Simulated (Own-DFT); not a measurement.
Si₄SnGe₁₁ (diamond-structure random alloy, strained, atoms displaced) (calculated)

Computed with Own-DFT development build. A calculation, not a measurement: plane-wave density functional theory by an unreviewed code, no spin, of a simulated periodic cell, stress positive in tension, run twice, with PBE and with PBEsol, both on files made for PBE, so the change isn't that of files made for PBEsol, forces on such cells moved up to 12 meV/angstrom on a denser k mesh; the far tail of each file's local potential was reset to the Coulomb form; each entry is a single point on an unrelaxed cell, so the pressure reflects the starting lattice, mostly measured values (interpolated for alloys), from which strain is counted, and rises with the displacements; printed positions are rounded, which can move forces by about a meV/angstrom; the program, named Own-DFT, is a retired in-house code; no spin-orbit coupling; stress was not checked against mesh or cutoff.

## Si₄SnGe₁₁ (diamond-structure random alloy, strained, atoms displaced)

```xyz
64
Lattice="10.9672 0.0000 0.0000 0.0000 10.9672 0.0000 0.0000 0.0000 11.3064" Properties=species:S:1:pos:R:3 Si4SnGe11
Ge     0.0462    10.9071     0.0660
Si     0.0116     2.7450     2.8653
Si     2.6967     0.0020     2.8404
Sn     2.7895     2.7549    11.2897
Ge     1.2940     1.3837     1.4319
Ge     1.3405     4.1147     4.2826
Ge     4.1323     1.4241     4.2722
Ge     4.1060     4.0620     1.3473
Ge     0.0377    10.8499     5.6592
Ge    10.9288     2.6921     8.4480
Sn     2.7654    10.9448     8.4461
Sn     2.6947     2.7803     5.7249
Si     1.3146     1.3621     7.0616
Ge     1.3425     4.1782     9.9022
Si     4.1513     1.3741     9.9640
Si     4.1559     4.1314     6.9326
Ge     0.0577     5.4599    11.2932
Si     0.0131     8.3012     2.7676
Ge     2.6965     5.4320     2.8274
Ge     2.8179     8.1699     0.0131
Si     1.2796     6.9102     1.4356
Ge     1.3212     9.5808     4.2540
Ge     4.1018     6.8537     4.2254
Ge     4.0975     9.6308     1.3036
Sn     0.0021     5.4819     5.6667
Ge    10.9419     8.2494     8.5050
Ge     2.7550     5.4914     8.4512
Ge     2.7053     8.2343     5.5523
Si     1.2852     6.7686     7.1426
Ge     1.4042     9.5862     9.8818
Ge     4.1361     6.9462     9.9045
Ge     4.0906     9.6424     7.0737
Si     5.4449     0.0623    11.2743
Ge     5.4748     2.6235     2.8406
Ge     8.2251    10.9506     2.8309
Ge     8.1837     2.7929     0.1006
Si     6.8413     1.3393     1.4484
Ge     6.8413     4.0785     4.2700
Ge     9.5776     1.3604     4.3034
Ge     9.7014     4.0797     1.4135
Ge     5.4968    10.9630     5.6515
Ge     5.4617     2.7649     8.4858
Ge     8.3167    10.9304     8.4328
Ge     8.1981     2.7617     5.6489
Ge     6.8101     1.3453     7.1221
Ge     6.7076     4.0645     9.9317
Ge     9.5456     1.3462     9.8471
Ge     9.6102     4.0466     7.0026
Ge     5.5038     5.5121    11.2954
Ge     5.3696     8.2817     2.8435
Ge     8.3134     5.4363     2.8418
Si     8.2504     8.2262     0.1264
Ge     6.8710     6.8451     1.3581
Ge     6.8268     9.6215     4.2268
Ge     9.5237     6.8191     4.2730
Ge     9.6047     9.5735     1.3459
Ge     5.4184     5.5230     5.6245
Si     5.4423     8.2468     8.4877
Si     8.3040     5.5039     8.4355
Ge     8.1369     8.2093     5.6658
Si     6.9559     6.8794     7.0418
Si     6.8721     9.5193     9.8816
Ge     9.6729     6.8803     9.8821
Si     9.5349     9.6204     7.0363
```

Here we set functional PBE, then PBEsol, potential files PseudoDojo norm-conserving, scalar-relativistic, standard set, wave cutoff 49 hartree, occupations Fermi-Dirac, smearing width 0.1 eV and k mesh 3 x 3 x 3 centred on Gamma.

The calculation gives: PBE pressure 9.96 GPa; PBE stress xx -10.72 GPa; PBE stress yy -10.78 GPa; PBE stress zz -8.4 GPa; PBE stress yz -0.75 GPa; PBE stress xz 0.29 GPa; PBE stress xy -0.3 GPa; PBEsol pressure 6.97 GPa; PBEsol stress xx -7.73 GPa; PBEsol stress yy -7.78 GPa; PBEsol stress zz -5.42 GPa; PBEsol stress yz -0.73 GPa; PBEsol stress xz 0.27 GPa; PBEsol stress xy -0.29 GPa; rms change of force components from PBE to PBEsol 0.054 eV/Å.

Force:
| force element | PBE force x (eV/Å) | PBE force y (eV/Å) | PBE force z (eV/Å) | PBEsol force x (eV/Å) | PBEsol force y (eV/Å) | PBEsol force z (eV/Å) |
| --- | --- | --- | --- | --- | --- | --- |
| Ge | -0.478 | 0.687 | -1.459 | -0.462 | 0.665 | -1.408 |
| Si | -0.261 | -0.406 | 0.369 | -0.255 | -0.393 | 0.359 |
| Si | 0.39 | 0.166 | -0.099 | 0.383 | 0.159 | -0.099 |
| Sn | -2.094 | -1.11 | -0.759 | -2.089 | -1.018 | -0.683 |
| Ge | 0.201 | -0.525 | 1.433 | 0.193 | -0.526 | 1.316 |
| Ge | 0.074 | -0.463 | -3.104 | 0.112 | -0.41 | -2.983 |
| Ge | -0.466 | -2.06 | -0.772 | -0.406 | -1.968 | -0.729 |
| Ge | 2.154 | 2.269 | 2.822 | 2.086 | 2.207 | 2.741 |
| Ge | -0.979 | 1.36 | 0.864 | -0.937 | 1.316 | 0.765 |
| Ge | 0.358 | 0.354 | 0.42 | 0.301 | 0.378 | 0.434 |
| Sn | -0.609 | 2.248 | 1.257 | -0.588 | 2.097 | 1.22 |
| Sn | -0.069 | -1.069 | -0.288 | -0.075 | -1.039 | -0.385 |
| Si | -1.515 | -0.647 | 0.253 | -1.501 | -0.639 | 0.246 |
| Ge | -0.04 | -0.491 | -1.918 | -0.043 | -0.464 | -1.85 |
| Si | 1.4 | -0.477 | -1.585 | 1.323 | -0.409 | -1.617 |
| Si | 0.865 | 1.228 | 2.977 | 0.856 | 1.21 | 2.918 |
| Ge | -0.606 | 1.214 | 0.687 | -0.614 | 1.135 | 0.618 |
| Si | -0.845 | -0.935 | 0.756 | -0.875 | -0.854 | 0.794 |
| Ge | 0.015 | 0.643 | -0.694 | 0.046 | 0.594 | -0.631 |
| Ge | -1.968 | 0.206 | 0.429 | -1.859 | 0.237 | 0.373 |
| Si | 1.12 | -0.455 | 0.014 | 1.146 | -0.504 | -0.045 |
| Ge | 0.711 | 0.004 | -1.704 | 0.695 | 0.01 | -1.564 |
| Ge | -0.751 | -0.164 | -0.532 | -0.734 | -0.152 | -0.513 |
| Ge | -0.216 | 0.917 | 1.168 | -0.225 | 0.803 | 1.138 |
| Sn | -0.419 | 0.663 | -0.072 | -0.464 | 0.575 | -0.129 |
| Ge | 0.21 | 0.445 | -1.167 | 0.204 | 0.422 | -1.048 |
| Ge | 0.636 | -0.019 | -0.176 | 0.61 | -0.025 | -0.096 |
| Ge | -0.135 | -0.872 | 2.036 | -0.107 | -0.815 | 1.936 |
| Si | 1.96 | 2.495 | 0.679 | 1.927 | 2.45 | 0.683 |
| Ge | -0.835 | -1.291 | 1.55 | -0.818 | -1.259 | 1.506 |
| Ge | 0.299 | -1.326 | -0.887 | 0.239 | -1.317 | -0.8 |
| Ge | 1.914 | -2.675 | -2.257 | 1.827 | -2.557 | -2.232 |
| Si | 1.708 | -0.655 | -0.042 | 1.655 | -0.703 | 0.01 |
| Ge | 0.559 | 1.306 | -0.687 | 0.504 | 1.301 | -0.611 |
| Ge | 0.201 | 0.22 | -0.404 | 0.22 | 0.183 | -0.346 |
| Ge | -0.158 | -0.853 | -0.74 | -0.123 | -0.79 | -0.748 |
| Si | -0.073 | -0.428 | -0.563 | -0.034 | -0.378 | -0.501 |
| Ge | -0.38 | 0.447 | -0.883 | -0.36 | 0.423 | -0.853 |
| Ge | 0.587 | -0.01 | -0.622 | 0.529 | -0.04 | -0.575 |
| Ge | -0.162 | 0.051 | 0.371 | -0.202 | 0.093 | 0.317 |
| Ge | -0.216 | 0.225 | 0.094 | -0.21 | 0.227 | 0.097 |
| Ge | -1.056 | -0.422 | -0.535 | -0.952 | -0.411 | -0.508 |
| Ge | -1.689 | -0.352 | 0.598 | -1.646 | -0.254 | 0.594 |
| Ge | -0.478 | -0.901 | 0.599 | -0.454 | -0.872 | 0.58 |
| Ge | 0.694 | 0.165 | -0.305 | 0.675 | 0.164 | -0.304 |
| Ge | 2.282 | 1.022 | -0.616 | 2.177 | 0.966 | -0.564 |
| Ge | 0.492 | 0.264 | 1.607 | 0.485 | 0.256 | 1.533 |
| Ge | -1.476 | -0.423 | 1.928 | -1.404 | -0.453 | 1.838 |
| Ge | -0.787 | 0.151 | 0.096 | -0.761 | 0.134 | 0.091 |
| Ge | 1.099 | -0.271 | -0.852 | 1.063 | -0.265 | -0.82 |
| Ge | -1.202 | -0.118 | -0.641 | -1.161 | -0.111 | -0.609 |
| Si | -0.498 | -0.364 | -2.281 | -0.447 | -0.39 | -2.192 |
| Ge | 0.05 | 0.198 | 1.59 | 0.006 | 0.144 | 1.569 |
| Ge | -0.032 | -0.415 | -0.092 | -0.032 | -0.4 | -0.085 |
| Ge | 0.136 | 2.243 | -1.451 | 0.093 | 2.137 | -1.387 |
| Ge | -0.129 | 0.223 | 1.273 | -0.102 | 0.298 | 1.242 |
| Ge | 1.71 | 0.332 | 0.52 | 1.666 | 0.334 | 0.421 |
| Si | 1.329 | -0.091 | -0.735 | 1.217 | -0.098 | -0.737 |
| Si | -0.808 | -0.494 | 0.467 | -0.737 | -0.524 | 0.494 |
| Ge | 0.865 | 0.942 | -0.438 | 0.849 | 0.923 | -0.508 |
| Si | -1.82 | -0.89 | 1.455 | -1.791 | -0.858 | 1.338 |
| Si | -0.016 | 0.587 | 0.536 | 0.023 | 0.614 | 0.497 |
| Ge | -1.56 | -0.384 | 0.834 | -1.434 | -0.367 | 0.806 |
| Si | 0.81 | -1.222 | -0.32 | 0.793 | -1.193 | -0.317 |
